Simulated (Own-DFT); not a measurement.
# Strain and stress in 2H SiC, 72 atoms (C36Si36)

These are calculations, not measurements. The program, named Own-DFT, is a retired in-house plane-wave density functional code that no person has reviewed. Each row is one single-point run on a periodic cell that was not relaxed, without spin or spin-orbit coupling.

Settings of every run: PBE; PseudoDojo norm-conserving scalar-relativistic files; cutoff 42 hartree; 4 x 4 x 3 k mesh centred on Gamma; Fermi-Dirac smearing of 0.1 eV.

Known limits: forces on such cells passed a denser k mesh, each cell not checked; stress not checked against mesh or cutoff.

Unstrained cell vectors in Å: (9.248, 0.000, 0.000); (-4.624, 8.009, 0.000); (0.000, 0.000, 10.068). The unstrained cell has measured lattice constants (interpolated for alloys), not those of this functional. That, the random moves and any unrelaxed bonds set the pressure at no strain. Each run strains this cell uniformly, with the atoms carried along. Every atom was also moved at random, by a Gaussian of width 0.05 Å on each axis. Strain is the symmetric tensor, in per cent. Stress is positive in tension, and the pressure is minus a third of its trace.

```
run  e_xx (%)  e_yy (%)  e_zz (%)  e_yz (%)  e_xz (%)  e_xy (%)  s_xx (GPa)  s_yy (GPa)  s_zz (GPa)  s_yz (GPa)  s_xz (GPa)  s_xy (GPa)  P (GPa)  E (meV/atom)
  1     -0.09      1.48      1.78     -1.66      0.19      0.81       -4.09        4.35        4.29       -4.89        0.87        4.02    -1.52           0.0
  2     -1.63     -0.19      1.34     -0.66     -1.17     -0.21      -13.00       -6.80        0.56       -1.65       -3.98        0.69     6.42           7.7
  3     -1.20      1.16      0.50      1.33      0.25     -1.08      -11.07        0.13       -4.09        4.54        1.48       -6.40     5.01          32.6
  4      1.14      1.77      0.14     -1.23      1.80      1.45        2.91        5.60       -5.47       -4.17        5.28        6.55    -1.01          17.9
  5      0.56      0.23      1.77      1.28      0.52     -1.26       -0.73       -3.32        2.15        5.40        2.19       -6.39     0.63          34.2
  6      1.61     -1.54     -1.88     -0.38     -0.48     -1.96        3.09      -13.97      -18.54       -2.19       -1.01       -8.44     9.80          25.4
  7      0.48     -0.31      1.99      1.00      0.60     -0.51       -2.02       -5.26        3.93        3.50        2.22       -3.37     1.12          21.7
  8     -0.23     -0.84     -0.25      1.81     -1.58     -1.41       -5.71      -10.32      -10.32        6.72       -3.83       -6.95     8.78          27.9
  9      1.92      1.31     -1.51     -1.66     -1.27     -1.17        7.00        3.69      -19.03       -5.02       -4.33       -5.90     2.78          49.2
 10     -1.16      1.21     -0.37     -1.14      0.05     -1.47       -9.63        0.45       -9.21       -4.08       -0.22       -6.31     6.13          17.7
 11     -0.92      0.87      1.20      0.80     -0.71      0.02       -6.58       -1.26        0.26        2.51       -2.64       -0.11     2.53           4.2
 12     -1.28     -0.83     -0.97      0.83     -1.08     -0.31      -14.18      -11.19      -13.19        1.75       -2.73       -1.94    12.85          28.6
 13      1.09     -0.73      1.28     -0.31     -0.81     -1.34        0.50       -6.86        0.45       -0.19       -2.34       -4.93     1.97          18.5
 14     -0.72      0.68      0.76     -1.16     -0.31     -1.83       -9.92       -2.02       -1.99       -5.03       -2.23       -9.71     4.65          26.1
 15      0.14      0.31     -0.44      0.51      1.31      1.02       -2.96       -1.19      -11.47        1.28        4.26        4.42     5.21          10.7
 16     -0.96     -1.24     -1.39      0.46     -0.48     -0.64      -12.51      -13.06      -20.30        1.68       -0.94       -3.74    15.29          65.2
 17      0.36      0.94      0.80     -1.80      1.53      1.29           ?           ?           ?           ?           ?           ?        ?             ?
```

E is the free energy for each atom above the lowest run shown.

## Worked fit

Each stress component was fitted by least squares to a constant and the strains of the runs shown, as fractions, with shears doubled. Shear strains stay in the fit of a normal stress only where such slopes are resolved. The slopes, in GPa:

```
stress,at no strain,per e_xx,per e_yy,per e_zz,scatter
s_xx,-4.7,568 ± 27,90 ± 30,26 ± 25,1.16
s_yy,-5.0,91 ± 20,559 ± 22,40 ± 18,0.85
s_zz,-8.0,-3 ± 33,42 ± 36,642 ± 30,1.41
```

Each shear stress against twice its own strain: yz 175 ± 9, xz 154 ± 9, xy 244 ± 12 GPa. These are stiffnesses along x, y and z of the frame in which the cell vectors are given, which need not be the crystal's axes. The atoms are held to the strained lattice; where symmetry lets them move under strain, relaxing them would lower some slopes. The table should be nearly symmetric about its diagonal, and what it lacks of that shows the noise. A ninth of its sum, 228 ± 7 GPa, estimates the bulk modulus near the mean pressure of these runs, 5.0 GPa, so it lies above the value at zero pressure.

## Withheld run

Question: what normal stresses and pressure should run 17 give?

The fit gives s_xx = -1.7, s_yy = 0.9, s_zz = -2.5 and P = 1.1 GPa. The calculation gave -1.55, 0.86, -1.65 and P = 0.78 GPa.
